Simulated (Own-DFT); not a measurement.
Si24O47 (quartz with one vacancy, atoms displaced), Ti12O23 (rutile with two vacancies, strained, atoms displaced) (calculated)

A calculation, not a measurement: plane-wave PBE density functional theory by an unreviewed code, no spin, of a simulated periodic cell, stress positive in tension, free energy of the whole cell less one offset for each atom, defect cell not probed for a lower state with spin; oxygen file: force components 24 meV/angstrom off all-electron in one glass; forces on such cells passed a denser k mesh, this cell's mesh not checked; offsets are fitted by least squares, one for each functional and potential file, so energies compare only between cells with the same atoms and settings and are not formation energies; the far tail of each file's local potential was reset to the Coulomb form; each entry is a single point on an unrelaxed cell, so the pressure reflects the starting lattice, mostly measured values (interpolated for alloys), from which strain is counted, and rises with the displacements; printed positions are rounded, which can move forces by about a meV/angstrom; the program, named Own-DFT, is a retired in-house code; no spin-orbit coupling; before rounding, a Quantum ESPRESSO 7.3.1 run of the same cell and cutoff gave forces within 1 meV/angstrom rms on each cell, which checks the program and not the settings. Program: Own-DFT development build.

Settings shared by all entries: functional PBE; potential files PseudoDojo norm-conserving, scalar-relativistic, standard set; wave cutoff 72 hartree; occupations Fermi-Dirac; smearing width 0.1 eV.

(1) Si24O47 (quartz with one vacancy, atoms displaced)

```
cell vectors (Å)
   9.8268     0.0000     0.0000
  -4.9134     8.5103     0.0000
   0.0000     0.0000    10.8104
atoms (fractions of the cell vectors)
Si  0.22491  0.99747  0.00062
Si  0.00882  0.24045  0.33188
Si  0.27098  0.26919  0.17403
O   0.21601  0.14131  0.06258
O   0.43756  0.30549  0.22461
O   0.36089  0.06592  0.39219
O   0.06357  0.37129  0.44290
O   0.13277  0.21527  0.26966
O   0.29280  0.42743  0.09911
Si  0.22773  0.00444  0.49578
Si  0.99917  0.22577  0.83200
Si  0.26834  0.26065  0.66839
O   0.21559  0.13400  0.55724
O   0.42404  0.29160  0.72605
O   0.36308  0.07691  0.89700
O   0.06178  0.35728  0.94510
O   0.11869  0.19116  0.77641
O   0.30121  0.43190  0.61187
Si  0.23612  0.49204  0.00072
Si  0.00703  0.74124  0.32853
Si  0.26982  0.77600  0.16886
O   0.20475  0.62917  0.06126
O   0.42653  0.79048  0.22851
O   0.36810  0.57614  0.38927
O   0.07668  0.86722  0.44701
O   0.13178  0.70005  0.28280
O   0.29060  0.92875  0.10511
Si  0.23162  0.49900  0.49823
Si  0.01448  0.73563  0.82951
Si  0.26572  0.76846  0.66494
O   0.20162  0.63375  0.55561
O   0.42921  0.79393  0.72344
O   0.37154  0.57509  0.89183
O   0.07332  0.85639  0.93679
O   0.12781  0.70003  0.78412
O   0.28761  0.92683  0.60734
Si  0.74679  0.00235  0.00704
Si  0.50033  0.23352  0.33610
Si  0.75726  0.25312  0.17417
O   0.71299  0.13285  0.05899
O   0.92811  0.28684  0.21964
O   0.86995  0.07141  0.39859
O   0.57172  0.37146  0.43606
O   0.63864  0.20827  0.27090
O   0.79888  0.42988  0.10876
Si  0.73251  0.99290  0.49180
Si  0.50293  0.23519  0.83560
Si  0.76340  0.26436  0.66559
O   0.70283  0.12400  0.56110
O   0.91623  0.28203  0.73368
O   0.87139  0.07417  0.89577
O   0.57243  0.36019  0.93306
O   0.62926  0.20513  0.77451
O   0.78745  0.41983  0.60152
Si  0.73718  0.49722  0.99996
Si  0.50549  0.74453  0.32697
Si  0.76425  0.77282  0.16151
O   0.72057  0.63877  0.06086
O   0.92992  0.79809  0.23508
O   0.58372  0.87277  0.44160
O   0.63554  0.71128  0.27030
O   0.79940  0.92652  0.10018
Si  0.74116  0.50645  0.50358
Si  0.49222  0.72899  0.82740
Si  0.76028  0.75879  0.66317
O   0.70133  0.62966  0.55422
O   0.92505  0.79830  0.72182
O   0.85946  0.57329  0.89030
O   0.57005  0.86478  0.93503
O   0.64311  0.70223  0.77580
O   0.80315  0.93397  0.61260
```

- k mesh: 3 x 3 x 2 centred on Gamma
- free energy of cell above offsets: -16.971 eV
- pressure: 9.51 GPa
- stress xx: -13.06 GPa
- stress yy: -6.97 GPa
- stress zz: -8.48 GPa
- stress yz: -1 GPa
- stress xz: 0.56 GPa
- stress xy: 2.53 GPa

Force:
```tsv
element	x (eV/Å)	y (eV/Å)	z (eV/Å)
Si	1.046	1.242	-1.234
Si	-5.513	-0.836	2.407
Si	0.116	1.297	-3.471
O	-0.854	-0.509	0.399
O	0.742	-0.669	1.007
O	1.344	1.543	-1.911
O	0.532	-0.821	-0.757
O	3.198	-0.981	0.029
O	4.357	-3.131	5.367
Si	4.76	-2.605	1.368
Si	-3.678	2.866	2.18
Si	-3.826	0.498	0.102
O	-3.258	4.058	1.971
O	2.394	0.164	1.358
O	-0.172	-0.742	-0.199
O	1.502	1.015	-0.258
O	6.367	0.224	-3.82
O	-1.062	-0.635	-0.999
Si	-5.127	2.67	-4.426
Si	-1.971	-2.723	5.937
Si	-0.378	-4.684	-0.872
O	0.171	1.401	1.041
O	-2.347	2.195	-2.735
O	-0.187	0.166	0.313
O	-2.367	-2.827	-2.466
O	3.275	0.709	-2.301
O	0.188	0.51	0.919
Si	1.701	0.877	0.928
Si	-14.11	-0.677	1.559
Si	-0.447	-1.216	0.427
O	-0.074	0.611	0.955
O	-1.745	0.341	-1.805
O	-1.429	-3.056	1.173
O	-0.514	2.464	2.549
O	11.96	-1.494	-6.331
O	-0.171	0.575	-0.041
Si	-5.002	0.133	-7.344
Si	-0.097	0.328	-0.343
Si	4.645	4.793	-6.977
O	-1.147	0.264	0.896
O	0.389	-0.119	1.059
O	2.45	2.574	-3.314
O	0.622	0.163	0.676
O	-5.538	-2.452	5.776
O	0.263	-2.082	1.005
Si	4.493	5.476	7.984
Si	-2.039	-2.953	-2.67
Si	0.365	-2.719	0.462
O	-0.484	0.952	0.024
O	-0.173	1.007	-1.144
O	-0.664	-2.683	1.349
O	0.556	4.623	4.694
O	1.783	-0.315	-1.369
O	1.008	0.088	1.423
Si	-0.262	-0.345	-0.401
Si	1.416	-2.649	4.594
Si	3.766	-3.848	2.541
O	-0.896	-0.149	-0.074
O	-3.482	1.516	-3.575
O	-5.276	-6.783	-4.421
O	0.225	0.186	-0.238
O	2.264	0.634	2.904
Si	1.323	0.088	-5.317
Si	4.75	2.237	1.161
Si	0.624	2.386	-0.02
O	-2.018	1.509	0.992
O	3.636	-0.8	1.612
O	1.448	1.06	-1.4
O	1.471	1.452	1.397
O	-3.626	-0.646	1.43
O	-1.219	-0.745	-1.736
```

(2) Ti12O23 (rutile with two vacancies, strained, atoms displaced)

```
cell vectors (Å)
   9.0443     0.0805    -0.0087
   0.0805     9.1624    -0.0995
  -0.0084    -0.0961     8.7786
atoms (fractions of the cell vectors)
Ti  0.99982  0.01045  0.00103
Ti  0.26989  0.25991  0.17595
O   0.15036  0.15090  0.00994
O   0.35521  0.35692  0.00854
O   0.40785  0.09119  0.16149
O   0.09370  0.40819  0.17098
Ti  0.00059  0.99879  0.32568
Ti  0.26302  0.26105  0.50354
O   0.14501  0.15978  0.30602
O   0.34950  0.34378  0.31388
O   0.40622  0.08725  0.50041
O   0.09593  0.41907  0.49188
Ti  0.00186  0.98972  0.67260
Ti  0.26670  0.24922  0.83143
O   0.14121  0.13971  0.67075
O   0.33342  0.33259  0.67212
O   0.41251  0.09369  0.82457
O   0.08670  0.39403  0.83983
Ti  0.00184  0.49234  0.00452
Ti  0.24980  0.74771  0.15338
O   0.14887  0.65386  0.00351
O   0.34990  0.83426  0.96908
O   0.40397  0.59922  0.16671
O   0.10380  0.90634  0.17406
Ti  0.00468  0.48803  0.32551
Ti  0.24761  0.75231  0.49546
O   0.14183  0.63973  0.35192
O   0.34433  0.85038  0.32047
O   0.39798  0.60116  0.48501
O   0.08822  0.91091  0.51387
Ti  0.99949  0.50942  0.65757
Ti  0.24500  0.76077  0.82124
O   0.15681  0.67211  0.66622
O   0.34004  0.84632  0.67073
O   0.40463  0.59687  0.81915
O   0.10474  0.90327  0.84306
Ti  0.49446  0.00912  0.00441
Ti  0.75245  0.24604  0.17234
O   0.66544  0.15466  0.99390
O   0.85004  0.34122  0.00203
O   0.90436  0.08774  0.15909
O   0.60472  0.41458  0.17608
Ti  0.50285  0.99552  0.34366
Ti  0.76716  0.24699  0.49790
O   0.66196  0.17394  0.33635
O   0.84303  0.34801  0.32669
O   0.89851  0.09798  0.50839
O   0.61139  0.40450  0.49878
Ti  0.49394  0.99596  0.65838
Ti  0.73927  0.24010  0.81979
O   0.62796  0.15748  0.66758
O   0.84475  0.34132  0.66719
O   0.91184  0.08043  0.84120
O   0.59341  0.41184  0.83632
Ti  0.48322  0.48293  0.99892
Ti  0.74276  0.75556  0.17332
O   0.90961  0.59877  0.16676
O   0.60070  0.90367  0.15998
Ti  0.49918  0.50647  0.34798
Ti  0.75124  0.75382  0.48888
O   0.64151  0.65424  0.33497
O   0.85543  0.84225  0.32917
O   0.91766  0.58518  0.48319
O   0.60275  0.90758  0.50116
Ti  0.50881  0.50306  0.68326
Ti  0.76240  0.75149  0.82965
O   0.66598  0.64261  0.66891
O   0.85548  0.83424  0.67276
O   0.91026  0.60523  0.82245
O   0.60337  0.90184  0.83591
```

- k mesh: 3 x 3 x 3 centred on Gamma
- free energy of cell above offsets: -3.676 eV
- pressure: 21.66 GPa
- stress xx: -19.2 GPa
- stress yy: -18.27 GPa
- stress zz: -27.51 GPa
- stress yz: -6.04 GPa
- stress xz: 1.05 GPa
- stress xy: 2.82 GPa

Force:
```tsv
element	x (eV/Å)	y (eV/Å)	z (eV/Å)
Ti	4.102	0.634	-0.067
Ti	-6.19	-5.296	-4.511
O	0.469	-0.001	-1.363
O	-2.641	-2.878	-1.392
O	-0.974	1.604	1.773
O	3.346	-2.426	-3.17
Ti	1.268	0.868	1.444
Ti	-3.788	-2.236	-2.32
O	0.491	-0.1	2.228
O	3.598	3.49	6.835
O	-2.222	2.369	-0.949
O	3.832	-4.196	2.164
Ti	0.172	1.159	0.291
Ti	-5.259	-2.933	2.416
O	2.342	2.184	-0.139
O	3.376	3.595	-0.777
O	-1.638	1.544	1.594
O	1.899	-0.168	-1.284
Ti	-1.245	-0.134	-1.178
Ti	0.18	-0.326	-0.145
O	-0.1	-0.509	-0.41
O	2.51	2.247	4.819
O	-0.14	0.516	-0.688
O	-0.016	-1.158	-0.642
Ti	-1.701	1.173	0.021
Ti	-0.888	0.005	-1.609
O	2.238	2.686	-1.235
O	0.86	0.571	1.261
O	-1.043	0.652	2.997
O	2.144	-1.998	-3.561
Ti	-0.006	-0.497	0.712
Ti	-0.629	-1.396	1.812
O	-2.922	-3.794	-2.325
O	2.341	1.831	-1.924
O	-1.088	0.439	2.013
O	-1.261	-0.02	-0.039
Ti	1.723	-1.965	-2.67
Ti	-0.234	1.851	-2.217
O	-2.188	-1.165	0.171
O	0.106	0.779	-0.464
O	-2.266	0.6	1.945
O	-0.205	-0.444	-2.365
Ti	-0.357	-0.423	-2.589
Ti	-0.598	1.351	-0.2
O	-3.244	-3.713	-0.302
O	1.624	0.271	0.879
O	0.152	-0.913	-0.465
O	-2.039	0.78	0.209
Ti	0.89	-1.44	2.968
Ti	1.576	0.404	1.626
O	1.568	0.477	-0.332
O	0.817	0.983	1.179
O	-3.795	2.271	-0.729
O	2.085	-1.99	0.676
Ti	2.642	3.56	3.014
Ti	1.064	-1.482	0.905
O	-2.25	1.582	-0.493
O	0.556	-0.34	0.073
Ti	2.468	-1.583	-1.805
Ti	0.846	-1.604	1.392
O	1.063	1.033	-0.275
O	-0.174	0.434	-0.087
O	-4.286	3.467	3.075
O	1.393	-1.248	-0.417
Ti	1.639	0.659	-4.343
Ti	-1.375	0.201	-1.638
O	-0.905	0.252	0.008
O	-0.085	0.758	-0.798
O	-0.473	0.024	1.628
O	0.851	-0.923	-0.211
```

(3) Ti12O23 (rutile with two vacancies, strained, atoms displaced)

```
cell vectors (Å)
   9.1626     0.0192     0.0078
   0.0192     9.2380     0.0083
   0.0075     0.0080     8.8156
atoms (fractions of the cell vectors)
Ti  0.99292  0.99041  0.99593
Ti  0.23886  0.24394  0.17245
O   0.16978  0.13868  0.00428
O   0.34999  0.36470  0.00831
O   0.40027  0.08153  0.18501
O   0.10267  0.39661  0.18463
Ti  0.98537  0.01148  0.33938
Ti  0.25583  0.25716  0.51080
O   0.14705  0.15798  0.33394
O   0.34014  0.36242  0.32124
O   0.40420  0.10365  0.50227
O   0.09907  0.39988  0.50100
Ti  0.01420  0.99199  0.65337
Ti  0.25601  0.23985  0.84936
O   0.15612  0.15197  0.66491
O   0.35320  0.34716  0.68326
O   0.40756  0.08494  0.83411
O   0.11393  0.39884  0.83292
Ti  0.99944  0.51012  0.00130
Ti  0.25006  0.74931  0.17971
O   0.14898  0.64177  0.99335
O   0.33442  0.86044  0.01800
O   0.39870  0.61325  0.16086
O   0.09033  0.91654  0.14404
Ti  0.01620  0.49217  0.33478
Ti  0.24472  0.75813  0.50296
O   0.14038  0.65168  0.32565
O   0.35888  0.85789  0.32653
O   0.39380  0.60000  0.50953
O   0.09505  0.91295  0.49353
Ti  0.00569  0.50380  0.66415
Ti  0.25980  0.74463  0.82062
O   0.14531  0.65734  0.66466
O   0.34496  0.86083  0.66913
O   0.41336  0.60656  0.82412
O   0.10502  0.89697  0.83727
Ti  0.49455  0.99213  0.99807
Ti  0.74847  0.25453  0.16860
O   0.65906  0.14822  0.00405
O   0.85138  0.32817  0.01110
O   0.60554  0.38242  0.14624
Ti  0.51346  0.99525  0.33676
Ti  0.76556  0.24941  0.50200
O   0.84438  0.34966  0.34599
O   0.91523  0.08234  0.48129
O   0.60035  0.40094  0.48939
Ti  0.49589  0.99785  0.67782
Ti  0.74808  0.27281  0.80936
O   0.65175  0.14059  0.67312
O   0.85315  0.35077  0.66466
O   0.91265  0.10621  0.83707
O   0.58808  0.40741  0.83099
Ti  0.50514  0.51059  0.00584
Ti  0.75028  0.74756  0.15875
O   0.65715  0.64575  0.00574
O   0.83914  0.84803  0.01240
O   0.89703  0.60788  0.17567
O   0.59336  0.90651  0.17912
Ti  0.48864  0.50176  0.35954
Ti  0.75551  0.73901  0.48813
O   0.64922  0.65076  0.34350
O   0.85504  0.84176  0.33738
O   0.90066  0.61054  0.50845
O   0.58002  0.91276  0.51947
Ti  0.50744  0.50923  0.66926
Ti  0.74898  0.74821  0.82065
O   0.64768  0.65210  0.68786
O   0.85073  0.84406  0.67465
O   0.88393  0.58483  0.83441
O   0.60291  0.90564  0.82760
```

* k mesh: 3 x 3 x 3 centred on Gamma
* free energy of cell above offsets: -6.964 eV
* pressure: 11.14 GPa
* stress xx: -9.62 GPa
* stress yy: -8.28 GPa
* stress zz: -15.53 GPa
* stress yz: -0.82 GPa
* stress xz: 2.25 GPa
* stress xy: 1.98 GPa

Force:
```tsv
element	x (eV/Å)	y (eV/Å)	z (eV/Å)
Ti	-0.114	0.297	-3.59
Ti	2.325	-0.676	-0.216
O	-0.916	0.618	0.206
O	-0.773	-1.698	-0.569
O	0	2.412	-0.952
O	-1.385	0.678	-1.786
Ti	4.474	-4.285	-8.241
Ti	2.068	-1.369	0.617
O	-0.643	-0.574	0.477
O	0.859	-0.226	1.334
O	-0.732	1.578	-0.397
O	-0.305	0.513	0.592
Ti	-0.483	0.732	5.558
Ti	0.187	2.08	-0.785
O	-0.28	-0.304	-0.137
O	-0.041	-0.046	-1.505
O	-1.984	2.422	2.04
O	-1.943	0.807	-0.009
Ti	0.283	-0.219	-0.592
Ti	0.68	1.288	-1.79
O	-0.04	0.349	0.218
O	0.886	-0.711	-1.712
O	0.96	-0.978	0.511
O	0.591	-1.109	3.129
Ti	-1.807	1.085	-0.33
Ti	0.718	0.544	-1.014
O	0.697	0.798	1.517
O	-2.169	-2.136	1.356
O	-0.28	0.382	-0.175
O	2.113	-2.359	-1.127
Ti	0.49	-0.075	1.818
Ti	-0.824	0.717	2.493
O	0.308	0.076	-0.087
O	-1.535	-1.729	-0.688
O	-1.073	0.725	0.961
O	-1.027	0.512	-0.602
Ti	0.624	0.727	1.91
Ti	-0.943	0.254	-3.647
O	-0.366	-0.887	0.646
O	1.48	1.097	-0.159
O	-1.354	1.821	1.526
Ti	-1.857	0.603	0.984
Ti	-1.402	-0.438	-0.118
O	0.41	-0.262	-0.581
O	-5.913	6.006	7.994
O	0.323	-0.754	0.897
Ti	0.821	1.179	-2.139
Ti	-1.12	-3.827	4.85
O	1.987	2.7	-0.557
O	0.956	0.5	-1.659
O	-0.341	0.018	-1.087
O	1.634	-0.976	0.231
Ti	-1.336	-1.368	0.845
Ti	-0.384	-0.068	1.01
O	-0.288	0.407	-0.252
O	0.621	0.953	-1.128
O	1.126	-1.88	-0.485
O	2.173	-1.526	-1.494
Ti	-0.426	-0.153	-3.286
Ti	-0.314	1.705	0.601
O	-0.689	-0.259	-0.409
O	-0.641	0.593	0.111
O	0.956	-1.817	0.097
O	3.152	-2.768	-2.379
Ti	-1.075	-1.887	0.686
Ti	0.994	1.677	1.912
O	-0.194	-0.328	-2.832
O	0.489	0.607	-0.756
O	1.496	-0.545	0.39
O	0.115	-1.225	1.753
```

(4) Si24O47 (quartz with one vacancy, atoms displaced)

```
cell vectors (Å)
   9.8268     0.0000     0.0000
  -4.9134     8.5103     0.0000
   0.0000     0.0000    10.8104
atoms (fractions of the cell vectors)
Si  0.23679  0.99508  0.99564
Si  0.00591  0.23671  0.32448
Si  0.25826  0.26027  0.17218
O   0.20134  0.13641  0.06102
O   0.42507  0.30000  0.22653
O   0.36081  0.06392  0.38801
O   0.08912  0.37915  0.43880
O   0.12361  0.19817  0.27193
O   0.29492  0.42432  0.10870
Si  0.22568  0.98830  0.50193
Si  0.00223  0.23595  0.83637
Si  0.25785  0.26261  0.66856
O   0.21317  0.13498  0.55565
O   0.43435  0.29703  0.72636
O   0.06929  0.36893  0.93565
O   0.12798  0.20675  0.77497
O   0.30025  0.43091  0.60724
Si  0.23349  0.50250  0.99515
Si  0.00411  0.73800  0.32979
Si  0.26613  0.75942  0.16606
O   0.21082  0.63851  0.06331
O   0.43706  0.79175  0.22478
O   0.37685  0.57676  0.39122
O   0.07650  0.87643  0.44230
O   0.12920  0.70708  0.27333
O   0.29012  0.92573  0.09553
Si  0.24618  0.50394  0.49932
Si  0.00961  0.73568  0.83020
Si  0.26660  0.76174  0.67130
O   0.21388  0.63932  0.56353
O   0.42652  0.79251  0.73431
O   0.36400  0.57096  0.88980
O   0.08516  0.86988  0.94087
O   0.13893  0.72121  0.77435
O   0.29720  0.92722  0.60930
Si  0.73877  0.00223  0.00635
Si  0.50883  0.23838  0.33113
Si  0.76406  0.26577  0.17177
O   0.70987  0.13741  0.06169
O   0.93599  0.28599  0.22945
O   0.87181  0.07751  0.39345
O   0.58469  0.37150  0.44276
O   0.63611  0.20921  0.27402
O   0.79196  0.42422  0.11407
Si  0.75100  0.01193  0.50119
Si  0.49778  0.23829  0.83140
Si  0.77325  0.27518  0.66795
O   0.70097  0.12955  0.55405
O   0.93652  0.30196  0.72573
O   0.86804  0.07556  0.90387
O   0.57407  0.36751  0.94049
O   0.63540  0.21532  0.77093
O   0.79593  0.42379  0.60021
Si  0.72938  0.49963  0.99606
Si  0.50182  0.73540  0.33188
Si  0.76947  0.76903  0.16794
O   0.71380  0.63805  0.06119
O   0.92631  0.79681  0.22579
O   0.87487  0.58768  0.39394
O   0.57651  0.87810  0.44161
O   0.63825  0.70585  0.27346
O   0.79354  0.92366  0.10589
Si  0.73353  0.51541  0.49607
Si  0.50913  0.74642  0.82914
Si  0.75763  0.75921  0.66958
O   0.70318  0.63032  0.55479
O   0.93183  0.80142  0.72861
O   0.85980  0.56533  0.88319
O   0.58497  0.87118  0.93480
O   0.63979  0.71452  0.77563
O   0.79583  0.92127  0.61062
```

- k mesh: 3 x 3 x 2 centred on Gamma
- free energy of cell above offsets: -18.230 eV
- pressure: 10.08 GPa
- stress xx: -13.07 GPa
- stress yy: -7.5 GPa
- stress zz: -9.69 GPa
- stress yz: -1.09 GPa
- stress xz: 0.74 GPa
- stress xy: 0.85 GPa

Force:
```tsv
element	x (eV/Å)	y (eV/Å)	z (eV/Å)
Si	-0.015	8.819	-1.702
Si	0.822	-0.431	9.662
Si	1.156	0.71	-2.299
O	1.067	-2.219	-1.234
O	2.246	-0.359	1.684
O	0.598	1.674	-0.204
O	-1.458	-2.882	-2.217
O	3.971	-1.332	-0.474
O	-1.934	1.526	-1.365
Si	5.384	5.729	1.442
Si	-2.928	-1.416	-0.266
Si	2.855	0.219	-1.155
O	-0.965	1.11	1.448
O	-4.175	0.807	-2.887
O	0.146	2.029	2.036
O	2.377	-0.692	-0.828
O	0.611	-0.549	1.053
Si	1.546	-1.347	2.17
Si	-2.564	3.044	1.368
Si	-0.251	4.53	2.58
O	0.179	-3.277	-3.178
O	-3.636	0.705	-2.734
O	-0.52	-1.484	0.959
O	-4.109	-5.761	-3.858
O	3.887	-0.076	-1.813
O	4.203	-3.251	5.105
Si	-0.646	1.425	0.485
Si	-7.423	0.138	2.982
Si	0.236	2.629	-1.625
O	0.73	-1.88	-1.448
O	-2.087	1.327	-2.705
O	0.947	1.862	-0.997
O	-3.484	-4.473	-2.871
O	4.725	-1.737	-1.111
O	0.071	-0.549	0.469
Si	-1.327	0.097	-0.427
Si	-4.954	-1.052	2.347
Si	3.281	0.028	-1.393
O	-0.288	-0.264	0.402
O	-7.849	2.673	-6.739
O	1.586	0.89	-1.205
O	-1.76	-2.525	-2.233
O	1.12	-1.176	0.682
O	-1.173	2.227	-1.902
Si	-1.888	-3.527	0.776
Si	0.62	-3.503	3.154
Si	-0.206	-2.883	-1.24
O	-0.192	2.809	2.73
O	-0.061	-0.526	0.102
O	1.683	1.549	-2.258
O	-1.338	-0.821	-0.078
O	0.808	-0.442	0.355
O	-1.49	3.392	-1.65
Si	2.891	1.048	1.884
Si	3.041	2.632	2.549
Si	-0.824	-1.502	-0.163
O	-0.124	-0.525	-0.813
O	2.424	0.683	0.857
O	-1.051	-2.157	1.11
O	0.857	-1.362	-1.106
O	-0.675	-0.161	0.814
O	0.085	1.06	0.732
Si	7.799	-5.773	-1.537
Si	0.471	-3.633	3.666
Si	4.045	1.161	-1.923
O	-4.834	5.921	4.612
O	-0.503	-0.907	-0.319
O	0.686	1.21	0.32
O	-0.711	0.649	1.412
O	-0.748	-1.835	1.458
O	-0.964	1.977	-1.45
```

(5) Ti12O23 (rutile with two vacancies, strained, atoms displaced)

```
cell vectors (Å)
   9.0432    -0.0589     0.1089
  -0.0589     9.0310    -0.1625
   0.1052    -0.1570     8.7184
atoms (fractions of the cell vectors)
Ti  0.99948  0.99382  0.99857
Ti  0.24555  0.24989  0.17153
O   0.15603  0.15429  0.99235
O   0.34731  0.34959  0.00354
O   0.39679  0.11209  0.16105
O   0.09655  0.40160  0.16593
Ti  0.00204  0.00015  0.33274
Ti  0.24823  0.24954  0.50216
O   0.14547  0.14682  0.33368
O   0.35813  0.33853  0.32822
O   0.40884  0.10016  0.50361
O   0.09100  0.39957  0.50082
Ti  0.99933  0.99518  0.65952
Ti  0.24695  0.23279  0.82786
O   0.15058  0.15405  0.66288
O   0.35248  0.34258  0.66185
O   0.39503  0.09337  0.84202
O   0.08977  0.39551  0.82960
Ti  0.99895  0.49850  0.00633
Ti  0.24624  0.75212  0.15958
O   0.14865  0.65818  0.00354
O   0.35080  0.84166  0.00169
O   0.40613  0.59633  0.15663
O   0.09558  0.89985  0.16416
Ti  0.00378  0.50665  0.32753
Ti  0.24234  0.75478  0.49255
O   0.15190  0.67088  0.32634
O   0.34958  0.84303  0.33212
O   0.41639  0.60337  0.50282
O   0.09048  0.90329  0.49565
Ti  0.00023  0.50345  0.66855
Ti  0.24846  0.74591  0.83883
O   0.16486  0.66078  0.66660
O   0.34793  0.84605  0.66474
O   0.40895  0.59158  0.83081
O   0.09612  0.89967  0.83344
Ti  0.50222  0.99968  0.99975
Ti  0.74984  0.25052  0.16811
O   0.64666  0.14293  0.99068
O   0.84520  0.34460  0.99881
O   0.90619  0.09338  0.16353
O   0.59667  0.39978  0.16076
Ti  0.50365  0.00365  0.33166
Ti  0.73993  0.25913  0.50523
O   0.84614  0.34703  0.32938
O   0.90575  0.09874  0.49171
O   0.60311  0.40315  0.50229
Ti  0.50324  0.99896  0.66872
Ti  0.75419  0.24473  0.83501
O   0.65832  0.14800  0.67371
O   0.83590  0.34400  0.66405
O   0.90363  0.09843  0.82368
O   0.60720  0.40435  0.84023
Ti  0.49292  0.51011  0.99968
Ti  0.75171  0.74935  0.15811
O   0.65044  0.64232  0.00426
O   0.84872  0.84742  0.99273
O   0.90039  0.59275  0.15517
Ti  0.50561  0.50452  0.33146
Ti  0.75361  0.74561  0.51196
O   0.64326  0.64691  0.32273
O   0.84074  0.84246  0.33525
O   0.91425  0.59403  0.50673
O   0.58410  0.89031  0.49502
Ti  0.49268  0.50499  0.65626
Ti  0.75355  0.75652  0.82650
O   0.65711  0.65007  0.66560
O   0.85291  0.83973  0.66694
O   0.90039  0.60600  0.83389
O   0.60002  0.89689  0.83031
```

* k mesh: 3 x 3 x 3 centred on Gamma
* free energy of cell above offsets: -8.316 eV
* pressure: 20.91 GPa
* stress xx: -19.19 GPa
* stress yy: -18.65 GPa
* stress zz: -24.9 GPa
* stress yz: -5.96 GPa
* stress xz: 3.79 GPa
* stress xy: -2.5 GPa

Force:
```tsv
element	x (eV/Å)	y (eV/Å)	z (eV/Å)
Ti	0.565	1.351	-0.101
Ti	1.118	0.642	-1.689
O	-1.61	-1.279	0.982
O	-0.769	-0.303	-0.457
O	1.839	-2.631	0.831
O	0.009	0.309	0.083
Ti	-1.433	0.205	-0.714
Ti	0.404	0.952	-0.912
O	0.951	0.627	0.188
O	-0.84	0.674	1.184
O	0.264	0.249	-0.983
O	1.118	-0.261	-1.045
Ti	-0.246	1.727	1.203
Ti	0.847	2.505	1.996
O	-0.732	-1.301	-0.847
O	-0.025	0.443	0.031
O	0.755	-0.633	-0.655
O	0.273	0.47	-0.365
Ti	0.636	-1.653	-3.177
Ti	1.534	0.74	0.767
O	-0.735	-1.335	-0.797
O	0.997	0.834	-0.265
O	-2.222	1.744	3.596
O	0.494	-0.297	-0.879
Ti	-0.31	-0.762	1.151
Ti	1.659	0.656	1.754
O	-2.162	-3	0.306
O	1.504	1.552	-0.493
O	-1.853	0.732	-0.634
O	1.493	-1.374	-0.391
Ti	0.648	-0.924	1.44
Ti	0.762	0.7	-1.703
O	-1.924	-2.19	-0.467
O	0.401	0.95	0.347
O	-1.787	1.745	-0.199
O	0.635	-0.403	-0.936
Ti	-0.278	0.755	0.235
Ti	-0.587	0.31	-1.339
O	0.722	0.099	0.905
O	0.843	0.242	1.093
O	-1.263	0.863	0.419
O	0.962	-1.248	0.791
Ti	-1.818	-0.625	1.202
Ti	1.342	-0.977	0.784
O	-0.388	-0.233	0.343
O	-1.268	0.307	1.301
O	-0.217	-0.353	-1.312
Ti	-0.634	-0.481	-0.322
Ti	-1.288	1.678	0.496
O	-1.342	-1.196	-1.736
O	1.846	1.458	-0.567
O	0.458	-0.645	0.791
O	-0.018	-0.629	-1.073
Ti	0.962	-3.967	-2.453
Ti	-0.052	-0.584	1.013
O	1.562	2.658	-0.047
O	-0.498	0.287	1.122
O	-1.118	1.52	2.465
Ti	-0.641	-1.367	-1.652
Ti	-0.745	-0.122	-3.312
O	1.743	1.522	0.191
O	0.14	0.16	-0.32
O	-1.794	1.633	-0.923
O	1.396	0.395	-0.472
Ti	0.413	-1.314	2.803
Ti	-1.126	-1.852	1.873
O	-0.38	-0.397	0.014
O	0.565	1.124	-0.569
O	0.527	-0.624	0.196
O	-0.282	0.141	-0.087
```
